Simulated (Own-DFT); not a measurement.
Si23GeO48 (quartz with substituted atoms, atoms displaced) (calculated)

Computed with Own-DFT development build. A calculation, not a measurement: plane-wave PBE and HSE06 DFT by an unreviewed code, no spin, of a simulated cell at Gamma alone, so results move with cell size and shape, stress positive in tension, energies less offsets, not probed for a lower state with spin; oxygen file: force components 24 meV/angstrom off all-electron in a glass; k mesh not checked against a denser one; forces and stress are PBE's, HSE06 gives the energy alone, and its difference from PBE has offsets of its own; offsets are fitted by least squares, one for each functional and potential file, so energies compare only between cells with the same atoms and settings and are not formation energies; the far tail of each file's local potential was reset to the Coulomb form; each entry is a single point on an unrelaxed cell, so the pressure reflects the starting lattice, mostly measured values (interpolated for alloys), from which strain is counted, and rises with the displacements; printed positions are rounded, which can move forces by about a meV/angstrom; the program, named Own-DFT, is a retired in-house code; no spin-orbit coupling.

Settings shared by all entries: first functional PBE; second functional HSE06; exact exchange share 0.25; screening 0.11 1/bohr; exchange divergence Gygi-Baldereschi; potential files PseudoDojo norm-conserving, scalar-relativistic, made for PBE, standard set; wave cutoff 48 hartree; occupations fixed; k mesh 1 x 1 x 1 centred on Gamma.

(1) Si23GeO48 (quartz with substituted atoms, atoms displaced)

```
Si23GeO48
1.0
      9.8268     0.0000     0.0000
     -4.9134     8.5103     0.0000
      0.0000     0.0000    10.8104
Si O Ge Si O Si O Si O Si O Si O Si O Si O
3 6 1 2 6 3 6 3 6 3 6 3 6 3 6 3 6
Direct
  0.24815 0.00747 0.00413
  0.00240 0.23535 0.31982
  0.27041 0.27587 0.16332
  0.21107 0.13706 0.06440
  0.42478 0.29040 0.22893
  0.36406 0.06789 0.39615
  0.07421 0.35705 0.43278
  0.14775 0.21450 0.27657
  0.28715 0.42939 0.10463
  0.23560 0.99578 0.49626
  0.99611 0.22759 0.83764
  0.26710 0.26899 0.67116
  0.21105 0.13043 0.56471
  0.42995 0.30105 0.72792
  0.36683 0.07537 0.89456
  0.07493 0.35790 0.94562
  0.12174 0.20147 0.78234
  0.28046 0.41603 0.61407
  0.24435 0.50991 0.00582
  0.00448 0.74169 0.32898
  0.25149 0.75688 0.17048
  0.20422 0.63463 0.06064
  0.43397 0.80723 0.22141
  0.35615 0.57061 0.39424
  0.07226 0.86247 0.44165
  0.12980 0.70297 0.27703
  0.28632 0.92642 0.10771
  0.22801 0.50361 0.49293
  0.99403 0.73459 0.83343
  0.27177 0.77530 0.66334
  0.20766 0.63619 0.56129
  0.43065 0.79296 0.72156
  0.36639 0.57338 0.90009
  0.06902 0.86392 0.93440
  0.13162 0.70822 0.77874
  0.30619 0.93296 0.61305
  0.72826 0.99934 0.00308
  0.49839 0.23967 0.33261
  0.75830 0.26688 0.16240
  0.71462 0.14171 0.06456
  0.92730 0.28366 0.23140
  0.86711 0.06733 0.39236
  0.56336 0.36638 0.44203
  0.62942 0.20069 0.27755
  0.78325 0.41794 0.11113
  0.73550 0.00694 0.50563
  0.49903 0.23421 0.82827
  0.76572 0.26719 0.66848
  0.70825 0.13594 0.56386
  0.91761 0.29215 0.72730
  0.85848 0.06912 0.88608
  0.57124 0.36624 0.95022
  0.63246 0.20501 0.77306
  0.78678 0.41738 0.61012
  0.72558 0.49598 0.00202
  0.49002 0.72170 0.33471
  0.77113 0.76550 0.17244
  0.71202 0.63429 0.05754
  0.93481 0.79191 0.22306
  0.85641 0.57002 0.38593
  0.57989 0.87594 0.44148
  0.63538 0.70429 0.27794
  0.79802 0.93815 0.10586
  0.72677 0.50495 0.50474
  0.50191 0.73755 0.83114
  0.76558 0.76444 0.67996
  0.70793 0.63349 0.55286
  0.92643 0.79866 0.72932
  0.86837 0.57286 0.88913
  0.57611 0.86211 0.94033
  0.63466 0.70375 0.77742
  0.78512 0.92105 0.60772
```

| Quantity | Value |
| --- | --- |
| PBE energy of cell above offsets | -14.402 eV |
| HSE06 less PBE above offsets | -0.267 eV |
| PBE pressure | 11.94 GPa |
| PBE stress xx | -13.36 GPa |
| PBE stress yy | -11.37 GPa |
| PBE stress zz | -11.07 GPa |
| PBE stress yz | 0.67 GPa |
| PBE stress xz | -0.49 GPa |
| PBE stress xy | 2.68 GPa |

Force:
```csv
element,x (eV/Å),y (eV/Å),z (eV/Å)
Si,-5.539,-1.566,-2.304
Si,4.947,-5.153,8.228
Si,0.621,-2.115,1.257
O,0.157,-0.36,-1.069
O,-1.086,1.504,-2.203
O,6.089,4.879,-7.851
O,-0.14,2.075,1.46
O,-0.23,-0.296,-0.362
O,2.743,-0.342,3.442
Ge,-1.156,-0.05,5.818
Si,-3.854,3.332,-0.085
Si,-1.576,-4.652,0.794
O,-2.813,3.581,2.705
O,0.473,0.476,0.283
O,1.31,0.69,-1.48
O,0.202,1.758,1.038
O,6.258,-0.194,-3.663
O,-2.448,4.761,-3.367
Si,-4.669,-2.399,-3.79
Si,-1.487,-3.584,4.382
Si,3.386,3.443,-1.445
O,-0.96,0.173,0.099
O,-0.381,-2.223,1.196
O,1.97,-0.063,-2.071
O,-3.764,-4.283,-2.011
O,0.929,-1.019,0.628
O,2.082,-2.385,2.974
Si,-1.211,-4.367,4.917
Si,2.328,0.05,-0.249
Si,-0.676,-4.376,3.688
O,-0.444,-0.011,-0.65
O,0.601,0.025,0.458
O,2.016,2.177,-2.713
O,1.429,3.836,3.411
O,2.154,0.554,-2.379
O,0.284,2.138,0.241
Si,1.619,1.671,-1.717
Si,1.869,-2.46,2.246
Si,2.904,-2.441,6.955
O,-0.137,-3.3,-3.463
O,-8.497,3.194,-8.132
O,0.402,1.188,-0.247
O,0.129,0.619,0.673
O,0.261,0.602,-0.73
O,-1.757,5.431,-2.305
Si,2.533,-0.954,-2.287
Si,0.64,0.89,2.316
Si,-0.438,-2.168,0.068
O,-1.208,0.386,-0.203
O,4.351,0.278,2.582
O,-1.876,-2.434,2.103
O,-2.335,-3.865,-3.145
O,-1.041,-0.568,1.14
O,-2.746,4.683,-2.839
Si,4.924,1.853,-0.961
Si,1.17,7.018,-0.779
Si,-2.083,1.313,-2.428
O,-1.565,2.629,2.148
O,-1.588,1.477,-2.233
O,0.196,0.908,0.416
O,-1.878,-3.816,-2.189
O,-0.222,-0.412,-0.187
O,1.948,-2.994,2.523
Si,5.829,-5.919,-3.567
Si,-0.878,-1.61,0.545
Si,-1.082,1.236,-6.421
O,-4.107,6.306,5.132
O,1.173,0.476,-0.478
O,-2.221,-2.989,2.258
O,-1.253,0.055,0.381
O,-1.483,-1.495,1.885
O,0.905,-0.803,1.606
```

(2) Si23GeO48 (quartz with substituted atoms, atoms displaced)

```
Si23GeO48
1.0
      9.8268     0.0000     0.0000
     -4.9134     8.5103     0.0000
      0.0000     0.0000    10.8104
Si O Si O Si O Si O Si O Si O Si O Si Ge O
3 6 3 6 3 6 3 6 3 6 3 6 3 6 2 1 6
Direct
  0.23234 0.98965 0.99705
  0.99424 0.22795 0.34005
  0.27157 0.27524 0.16661
  0.21552 0.13567 0.05313
  0.43268 0.29306 0.22744
  0.36680 0.07248 0.39962
  0.06983 0.35839 0.44050
  0.13018 0.20968 0.26652
  0.29692 0.42883 0.10378
  0.23834 0.99529 0.49049
  0.00803 0.24227 0.83689
  0.26480 0.26563 0.65835
  0.21123 0.14044 0.54889
  0.41959 0.28668 0.72058
  0.37020 0.08467 0.89679
  0.06857 0.37080 0.93528
  0.14809 0.21468 0.77624
  0.29640 0.42631 0.60813
  0.23308 0.50740 0.00540
  0.00918 0.73937 0.33884
  0.26221 0.76916 0.16341
  0.20287 0.62876 0.06340
  0.43136 0.79982 0.22815
  0.36613 0.57816 0.39723
  0.06996 0.86636 0.43683
  0.13740 0.70446 0.27106
  0.28924 0.92400 0.09783
  0.23915 0.50595 0.49309
  0.99609 0.73695 0.83465
  0.26876 0.77427 0.67553
  0.20818 0.63294 0.56940
  0.43519 0.80635 0.71895
  0.36685 0.57597 0.89449
  0.07116 0.86924 0.93799
  0.13620 0.70351 0.77937
  0.28575 0.92216 0.60589
  0.73363 0.99623 0.99816
  0.49994 0.23749 0.33015
  0.77247 0.25805 0.17494
  0.71026 0.13188 0.05950
  0.93445 0.28784 0.22701
  0.86815 0.05854 0.39012
  0.57679 0.36730 0.44151
  0.63462 0.20615 0.27829
  0.78695 0.42767 0.10224
  0.74073 0.00870 0.50011
  0.49996 0.23420 0.83100
  0.76712 0.25316 0.66399
  0.71289 0.13381 0.56019
  0.92642 0.29501 0.72426
  0.85988 0.07848 0.89202
  0.56841 0.36854 0.93749
  0.63626 0.21460 0.77340
  0.79734 0.42156 0.60552
  0.74394 0.50578 0.00288
  0.50616 0.74362 0.33413
  0.76246 0.75850 0.16691
  0.71035 0.64299 0.05241
  0.91693 0.79036 0.22523
  0.86745 0.57454 0.39191
  0.56931 0.85729 0.43844
  0.63408 0.70841 0.27246
  0.79255 0.92912 0.10867
  0.74697 0.50441 0.50730
  0.50362 0.73726 0.83523
  0.76657 0.76204 0.66799
  0.70985 0.64034 0.56502
  0.94336 0.79202 0.72478
  0.85923 0.56479 0.89311
  0.56857 0.87050 0.94060
  0.63160 0.71395 0.77779
  0.79364 0.92739 0.61140
```

| Quantity | Value |
| --- | --- |
| PBE energy of cell above offsets | -16.143 eV |
| HSE06 less PBE above offsets | -0.290 eV |
| PBE pressure | 11.38 GPa |
| PBE stress xx | -9.65 GPa |
| PBE stress yy | -10.47 GPa |
| PBE stress zz | -14 GPa |
| PBE stress yz | -1.2 GPa |
| PBE stress xz | 0.66 GPa |
| PBE stress xy | 0.79 GPa |

Force:
```csv
element,x (eV/Å),y (eV/Å),z (eV/Å)
Si,-2.357,5.883,-2.493
Si,2.979,-0.352,-1.985
Si,0.65,-4.16,-1.206
O,-0.565,1.045,1.947
O,-2.737,1.036,-2.431
O,4.156,2.879,-5.373
O,0.184,2.097,1.824
O,0.642,-0.154,0.638
O,-0.518,1.748,-0.262
Si,-4.357,0.315,6.403
Si,0.11,-3.061,-3.587
Si,0.575,-1.287,1.214
O,0.305,-2.217,-1.276
O,2.471,0.103,0.775
O,-0.146,-3.22,0.247
O,0.803,3.424,3.515
O,-2.575,-0.597,1.057
O,-1.868,3.032,-2.593
Si,2.95,-3.886,-4.182
Si,-2.499,-3.281,-4.958
Si,3.491,-0.376,0.872
O,-2.767,3.058,1.662
O,-2.096,0.09,-1.608
O,2.732,1.911,-4.023
O,0.069,2.376,2.267
O,-1.738,-0.006,1.551
O,2.637,-1.483,3.258
Si,-2.517,-2.363,6.13
Si,4.042,-3.699,2.563
Si,0.287,-2.718,-1.46
O,-0.007,-0.459,-0.992
O,2.286,-0.202,2.218
O,-0.73,-0.161,0.524
O,-1.046,-0.929,0.213
O,-1.313,0.161,1.569
O,-0.741,1.557,-0.833
Si,0.052,0.45,1.12
Si,1.8,-0.325,4.097
Si,-3.386,1.05,-3.529
O,-0.837,1.443,1.557
O,-0.967,0.854,-0.394
O,-0.728,-0.104,0.421
O,0.499,0.714,0.301
O,1.374,-0.33,-0.436
O,4.163,-3.877,5.426
Si,1.63,-6.063,-0.537
Si,-1.557,2.798,-0.262
Si,-3.123,4.344,3.916
O,-1.625,-1.098,-2.495
O,2.881,-0.166,1.291
O,1.63,0.666,-1.432
O,1.036,1.519,0.846
O,2.136,-0.865,-1.446
O,0.832,-0.359,0.845
Si,-6,-1.641,-2.466
Si,-0.459,-4.302,-3.405
Si,-2.568,2.196,-1.682
O,0.094,-1.07,-0.715
O,5.51,0.143,3.006
O,0.64,0.357,0.139
O,1.407,6.106,5.317
O,-0.72,-0.925,0.804
O,0.547,-1.03,0.427
Si,-2.929,-0.984,-1.891
Si,-4.358,0.711,-0.227
Ge,1.199,4.809,6.613
O,1.523,-8.994,-8.721
O,-2.183,1.628,-3.185
O,2.451,3.049,-2.999
O,-0.487,-0.379,0.117
O,1.823,-1.524,1.051
O,-2.094,5.094,-2.651
```

(3) Si23GeO48 (quartz with substituted atoms, atoms displaced)

```
Si23GeO48
1.0
      9.8268     0.0000     0.0000
     -4.9134     8.5103     0.0000
      0.0000     0.0000    10.8104
Si O Si O Si O Si O Si Ge O Si O Si O Si O
3 6 3 6 3 6 3 6 2 1 6 3 6 3 6 3 6
Direct
  0.22955 0.00049 0.99387
  0.00214 0.23084 0.32694
  0.26492 0.26598 0.16471
  0.20839 0.13559 0.05659
  0.43091 0.28892 0.23091
  0.36929 0.07243 0.39952
  0.08323 0.37135 0.44095
  0.13835 0.20834 0.26955
  0.29093 0.42380 0.10570
  0.23806 0.99329 0.49618
  0.00557 0.23563 0.83441
  0.26701 0.27265 0.66122
  0.20583 0.13661 0.56442
  0.42085 0.28402 0.72763
  0.36697 0.07661 0.89375
  0.08335 0.37562 0.94340
  0.12905 0.20251 0.77905
  0.29690 0.42846 0.60245
  0.23679 0.50035 0.99667
  0.99553 0.73915 0.32644
  0.26132 0.75819 0.16754
  0.20709 0.62321 0.05942
  0.42034 0.78436 0.22977
  0.36384 0.57287 0.38893
  0.07942 0.87306 0.44027
  0.12653 0.71267 0.27737
  0.29382 0.92981 0.10919
  0.23674 0.48914 0.49579
  0.99410 0.73543 0.82854
  0.26459 0.76377 0.66818
  0.21365 0.63134 0.55266
  0.42606 0.79036 0.72951
  0.36637 0.56456 0.89048
  0.07572 0.86448 0.93733
  0.13269 0.71188 0.76721
  0.29584 0.92980 0.60631
  0.74478 0.00539 0.99613
  0.50979 0.24301 0.33010
  0.76091 0.26003 0.16285
  0.70172 0.12888 0.05402
  0.91788 0.28174 0.21743
  0.87640 0.07150 0.39668
  0.57184 0.36657 0.43947
  0.63181 0.20775 0.27348
  0.79570 0.42975 0.10902
  0.74139 0.00004 0.50386
  0.49633 0.23439 0.83672
  0.75651 0.26333 0.66307
  0.69991 0.13406 0.56467
  0.92530 0.29053 0.72668
  0.87085 0.07326 0.89049
  0.57557 0.37399 0.94540
  0.63167 0.21405 0.77083
  0.79452 0.43347 0.61074
  0.72969 0.50668 0.99947
  0.51213 0.73867 0.32806
  0.76478 0.76469 0.16624
  0.71163 0.64464 0.06036
  0.91288 0.79311 0.22590
  0.86307 0.57586 0.38983
  0.57179 0.87398 0.44851
  0.64018 0.71257 0.26806
  0.79045 0.92970 0.10278
  0.73522 0.49756 0.50452
  0.50462 0.73645 0.83556
  0.76540 0.76748 0.66180
  0.71792 0.63939 0.55658
  0.92252 0.79593 0.72559
  0.86187 0.57882 0.88930
  0.57044 0.87116 0.94083
  0.64144 0.71256 0.77235
  0.80282 0.93097 0.60670
```

| Item | Value |
| --- | --- |
| PBE energy of cell above offsets | -17.527 eV |
| HSE06 less PBE above offsets | -0.475 eV |
| PBE pressure | 12.01 GPa |
| PBE stress xx | -14.92 GPa |
| PBE stress yy | -9.82 GPa |
| PBE stress zz | -11.3 GPa |
| PBE stress yz | 0.23 GPa |
| PBE stress xz | -0.4 GPa |
| PBE stress xy | -1.32 GPa |

Force:
```csv
element,x (eV/Å),y (eV/Å),z (eV/Å)
Si,2.34,-0.134,2.625
Si,-1.317,1.653,1.372
Si,3.045,0.076,-0.378
O,-0.645,0.243,0.103
O,-4.322,1.221,-3.937
O,2.336,2.75,-3.086
O,-3.864,-5.849,-4.116
O,-0.762,-0.911,1.224
O,0.505,0.915,0.166
Si,-1.539,3.465,3.005
Si,-3.158,2.169,0.45
Si,0.623,-3.289,3.494
O,0.831,-2.382,-2.27
O,-0.61,1.256,-0.404
O,0.073,-1.365,0.338
O,-3.374,-4.889,-2.961
O,4.081,0.62,-2.663
O,1.275,0.937,1.657
Si,3.614,0.402,1.02
Si,-1.652,0.344,3.78
Si,-1.344,1.291,-0.555
O,-2.344,3.518,2.252
O,0.205,0.738,-0.614
O,2.305,1.288,-1.471
O,-2.783,-3.156,-2.396
O,3.864,-0.614,-2.713
O,-0.27,-1.058,-0.586
Si,0.207,6.393,0.562
Si,1.382,0.5,-0.267
Si,1.458,-0.173,-3.564
O,-0.486,1.115,1.688
O,-0.068,0.214,-0.207
O,1.306,1.603,-0.969
O,-1.313,-0.896,-0.409
O,-1.694,-1.009,1.794
O,1.187,-1.343,1.625
Si,-2.972,-1.198,-0.606
Si,-1.483,-3.595,4.068
Ge,-3.479,0.201,-1.732
O,-0.381,-2.55,-3.451
O,9.282,0.846,4.661
O,-0.411,0.063,-0.108
O,0.441,1.392,1.554
O,0.007,-2.09,2.523
O,-2.52,5.105,-2.861
Si,-2.122,1.714,-0.7
Si,0.7,2.101,-0.405
Si,2.56,2.372,2.939
O,1.434,-2.942,-3.097
O,-0.892,0.036,-0.216
O,0.517,-0.152,-0.308
O,-2.051,-2.913,-1.802
O,-0.385,-0.506,1.239
O,1.193,-0.834,1.092
Si,3.711,0.419,1.378
Si,-4.07,-0.523,4.309
Si,-3.094,3.315,-3.387
O,-0.347,-2.064,-2.243
O,5.404,1.563,2.043
O,-0.189,-0.29,0.314
O,0.727,-1.807,-2.279
O,-0.961,-1.357,2.088
O,1.829,-1.406,2.242
Si,-0.466,0.902,-3.257
Si,-0.5,-0.703,0.033
Si,0.415,-0.429,0.875
O,-1.283,-0.004,-0.312
O,1.023,0.657,-0.124
O,-0.473,-1.266,0.85
O,0.83,-0.002,-0.002
O,-1.094,-0.531,0.777
O,0.007,0.832,0.321
```
